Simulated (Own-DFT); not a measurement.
## Calculated data, Al₃GaAs₄ (zincblende random alloy, strained, atoms displaced)

Computed with Own-DFT development build. A calculation, not a measurement: plane-wave density functional theory by an unreviewed code, no spin, of a simulated periodic cell, stress positive in tension, run twice, with PBE and with PBEsol, both on files made for PBE, so the change isn't that of files made for PBEsol, forces on such cells passed a denser k mesh, this cell's mesh not checked; the far tail of each file's local potential was reset to the Coulomb form; each entry is a single point on an unrelaxed cell, so the pressure reflects the starting lattice, mostly measured values (interpolated for alloys), from which strain is counted, and rises with the displacements; printed positions are rounded, which can move forces by about a meV/angstrom; the program, named Own-DFT, is a retired in-house code; no spin-orbit coupling; stress was not checked against mesh or cutoff.

```yaml
- formula: Al3GaAs4
  kind: "zincblende random alloy, strained, atoms displaced"
  structure:
    cell_angstrom:
      - [11.4324, 0.1382, -0.159]
      - [0.1382, 11.2289, 0.0225]
      - [-0.159, 0.0225, 11.1504]
    atoms_fractional:
      - [Ga, 0.99988, 0.00209, 0.00415]
      - [Al, 0.9988, 0.25472, 0.25698]
      - [Al, 0.24869, 0.99644, 0.25743]
      - [Al, 0.24867, 0.24502, 0.00257]
      - [As, 0.13481, 0.12349, 0.13335]
      - [As, 0.12217, 0.37236, 0.38559]
      - [As, 0.37674, 0.13095, 0.38109]
      - [As, 0.38078, 0.37994, 0.12637]
      - [Al, 0.00159, 0.0, 0.49954]
      - [Al, 0.01026, 0.25236, 0.75609]
      - [Al, 0.25415, 0.00302, 0.75176]
      - [Al, 0.25483, 0.24366, 0.49668]
      - [As, 0.11988, 0.12399, 0.62778]
      - [As, 0.12453, 0.37391, 0.86792]
      - [As, 0.37181, 0.12719, 0.88428]
      - [As, 0.38004, 0.37302, 0.6366]
      - [Al, 0.00192, 0.51113, 0.99075]
      - [Al, 0.01012, 0.7535, 0.25489]
      - [Al, 0.25031, 0.50331, 0.24055]
      - [Ga, 0.25259, 0.74042, 0.00303]
      - [As, 0.121, 0.63023, 0.12686]
      - [As, 0.13, 0.87721, 0.37503]
      - [As, 0.37409, 0.62539, 0.36856]
      - [As, 0.37232, 0.86402, 0.12432]
      - [Ga, 0.00229, 0.50734, 0.50181]
      - [Ga, 0.99941, 0.74661, 0.753]
      - [Ga, 0.24443, 0.50238, 0.73949]
      - [Al, 0.24334, 0.75318, 0.50308]
      - [As, 0.12441, 0.63049, 0.62973]
      - [As, 0.13428, 0.87441, 0.86853]
      - [As, 0.38485, 0.62437, 0.8668]
      - [As, 0.38202, 0.88062, 0.62801]
      - [Al, 0.50547, 0.00183, 0.99774]
      - [Al, 0.5009, 0.23791, 0.25325]
      - [Al, 0.75303, 0.00398, 0.25486]
      - [Al, 0.75613, 0.24604, 0.99958]
      - [As, 0.62802, 0.13321, 0.12283]
      - [As, 0.61946, 0.37038, 0.3724]
      - [As, 0.86881, 0.12486, 0.37563]
      - [As, 0.87716, 0.36738, 0.12022]
      - [Al, 0.48836, 0.99902, 0.49628]
      - [Al, 0.50362, 0.25055, 0.75385]
      - [Al, 0.75076, 0.00767, 0.74612]
      - [Al, 0.74882, 0.24641, 0.49866]
      - [As, 0.62376, 0.11835, 0.62361]
      - [As, 0.6284, 0.37062, 0.87248]
      - [As, 0.88179, 0.11905, 0.87601]
      - [As, 0.88144, 0.37876, 0.62051]
      - [Al, 0.50407, 0.49947, 0.00196]
      - [Al, 0.50771, 0.75069, 0.24671]
      - [Ga, 0.75697, 0.50132, 0.25397]
      - [Ga, 0.75015, 0.74824, 0.99938]
      - [As, 0.62307, 0.61913, 0.12486]
      - [As, 0.62316, 0.87488, 0.37974]
      - [As, 0.87695, 0.6214, 0.37405]
      - [As, 0.87203, 0.8756, 0.12782]
      - [Al, 0.50425, 0.49643, 0.49835]
      - [Ga, 0.50056, 0.74716, 0.74159]
      - [Al, 0.74512, 0.49511, 0.75475]
      - [Al, 0.74792, 0.74913, 0.49723]
      - [As, 0.61834, 0.62152, 0.62354]
      - [As, 0.6307, 0.87513, 0.87301]
      - [As, 0.87673, 0.62899, 0.87423]
      - [As, 0.87031, 0.87658, 0.62591]
  settings:
    functional: "PBE, then PBEsol"
    potential_files: "PseudoDojo norm-conserving, scalar-relativistic, standard set"
    "wave_cutoff [hartree]": 42.0
    occupations: Fermi-Dirac
    "smearing_width [eV]": 0.1
    k_mesh: "3 x 3 x 3 centred on Gamma"
  results:
    "PBE_pressure [GPa]": 4.47
    "PBE_stress_xx [GPa]": -3.65
    "PBE_stress_yy [GPa]": -4.72
    "PBE_stress_zz [GPa]": -5.04
    "PBE_stress_yz [GPa]": 0.33
    "PBE_stress_xz [GPa]": -2.35
    "PBE_stress_xy [GPa]": 2.06
    "PBEsol_pressure [GPa]": 2.26
    "PBEsol_stress_xx [GPa]": -1.44
    "PBEsol_stress_yy [GPa]": -2.5
    "PBEsol_stress_zz [GPa]": -2.83
    "PBEsol_stress_yz [GPa]": 0.32
    "PBEsol_stress_xz [GPa]": -2.29
    "PBEsol_stress_xy [GPa]": 2.01
    force_element: [Ga, Al, Al, Al, As, As, As, As, Al, Al, Al, Al, As, As, As, As, Al, Al, Al, Ga, As, As, As, As, Ga, Ga, Ga, Al, As, As, As, As, Al, Al, Al, Al, As, As, As, As, Al, Al, Al, Al, As, As, As, As, Al, Al, Ga, Ga, As, As, As, As, Al, Ga, Al, Al, As, As, As, As]
    "PBE_force_x [eV/angstrom]": [1.027, 0.257, 1.46, 0.072, -1.335, 0.675, -0.356, -0.44, -0.56, -1.755, 0.05, -0.744, 0.914, 1.006, 0.69, -0.645, 0.294, -1.386, -0.145, 0.052, 0.053, -0.768, 0.02, 0.543, 0.207, -0.06, 1.162, 1.535, -0.47, -0.711, -1.053, -1.4, -0.247, -0.124, -0.891, -0.083, -0.04, 0.778, 1.185, 0.398, 1.471, -0.043, 0.367, -0.116, -0.765, -0.014, -0.427, -0.705, -0.185, -0.462, -0.605, -0.052, 0.976, -0.116, 0.26, 0.482, -1.132, 0.513, 0.86, 0.273, 1.268, -0.459, -1.112, 0.555]
    "PBE_force_y [eV/angstrom]": [-1.016, -0.798, -0.203, 1.108, 0.602, 0.803, -0.788, -0.88, -0.3, -0.693, -0.04, 0.933, 0.093, 1.228, -0.009, 0.296, -1.573, -0.077, -0.726, 0.071, -0.409, 0.403, 0.322, 1.598, -0.591, 1.012, -0.701, -0.498, 0.436, -0.098, -0.307, -0.197, -0.768, 1.056, -0.75, -0.136, -0.948, 0.254, 0.373, 1.491, -0.455, -1.188, -1.029, 0.506, 1.052, 0.221, 1.161, -0.411, -0.594, -0.341, -1.2, -0.141, 0.645, 0.732, 1.432, -0.045, -0.238, 0.394, 0.301, -0.56, 0.137, 0.314, -0.063, -0.208]
    "PBE_force_z [eV/angstrom]": [0.407, -0.087, -0.416, 0.506, -0.28, -1.013, -1.523, -0.302, 0.273, -0.892, -0.046, 1.897, -0.547, 1.36, -1.07, -1.792, 1.021, -0.135, 1.11, -0.93, -0.666, 0.449, 0.66, 0.15, 0.421, 0.054, 1.256, 0.278, -1.091, 0.855, 0.459, -0.474, 0.631, -0.457, -0.489, -0.399, 0.04, -0.085, 0.084, 0.011, 0.609, 0.295, 0.889, 0.712, -0.599, 0.86, -0.692, 0.639, -0.662, 0.525, -0.648, 0.566, 0.039, -0.834, -0.064, 0.148, 0.018, 0.934, -0.73, 0.763, -0.32, -0.56, -0.614, -0.504]
    "PBEsol_force_x [eV/angstrom]": [0.978, 0.247, 1.435, 0.072, -1.362, 0.599, -0.35, -0.424, -0.55, -1.724, 0.053, -0.737, 0.895, 1.039, 0.676, -0.698, 0.295, -1.359, -0.137, 0.05, 0.117, -0.753, 0.021, 0.462, 0.189, -0.055, 1.129, 1.516, -0.517, -0.748, -1.073, -1.306, -0.245, -0.119, -0.877, -0.084, -0.037, 0.807, 1.161, 0.344, 1.454, -0.043, 0.366, -0.11, -0.759, -0.016, -0.345, -0.626, -0.181, -0.456, -0.587, -0.043, 1.07, -0.114, 0.258, 0.471, -1.117, 0.491, 0.844, 0.268, 1.172, -0.432, -1.092, 0.599]
    "PBEsol_force_y [eV/angstrom]": [-0.973, -0.783, -0.207, 1.091, 0.545, 0.849, -0.769, -0.863, -0.294, -0.682, -0.038, 0.922, 0.09, 1.262, -0.007, 0.354, -1.54, -0.076, -0.707, 0.1, -0.344, 0.399, 0.319, 1.495, -0.586, 0.981, -0.676, -0.492, 0.348, -0.173, -0.241, -0.267, -0.757, 1.041, -0.735, -0.134, -0.923, 0.287, 0.367, 1.508, -0.452, -1.168, -1.02, 0.501, 1.03, 0.215, 1.071, -0.342, -0.591, -0.338, -1.149, -0.119, 0.627, 0.724, 1.27, -0.051, -0.228, 0.38, 0.304, -0.552, 0.203, 0.194, 0.058, -0.255]
    "PBEsol_force_z [eV/angstrom]": [0.375, -0.082, -0.412, 0.492, -0.318, -0.934, -1.497, -0.291, 0.27, -0.884, -0.045, 1.873, -0.537, 1.282, -1.05, -1.706, 1.004, -0.139, 1.09, -0.9, -0.711, 0.44, 0.638, 0.087, 0.404, 0.05, 1.209, 0.273, -0.989, 0.889, 0.391, -0.399, 0.619, -0.454, -0.483, -0.389, 0.039, -0.126, 0.084, 0.058, 0.603, 0.295, 0.878, 0.695, -0.596, 0.844, -0.601, 0.571, -0.652, 0.519, -0.639, 0.526, 0.053, -0.815, -0.06, 0.045, 0.018, 0.894, -0.717, 0.757, -0.244, -0.536, -0.61, -0.446]
    "rms_change_of_force_components_from_PBE_to_PBEsol [eV/angstrom]": 0.041
```
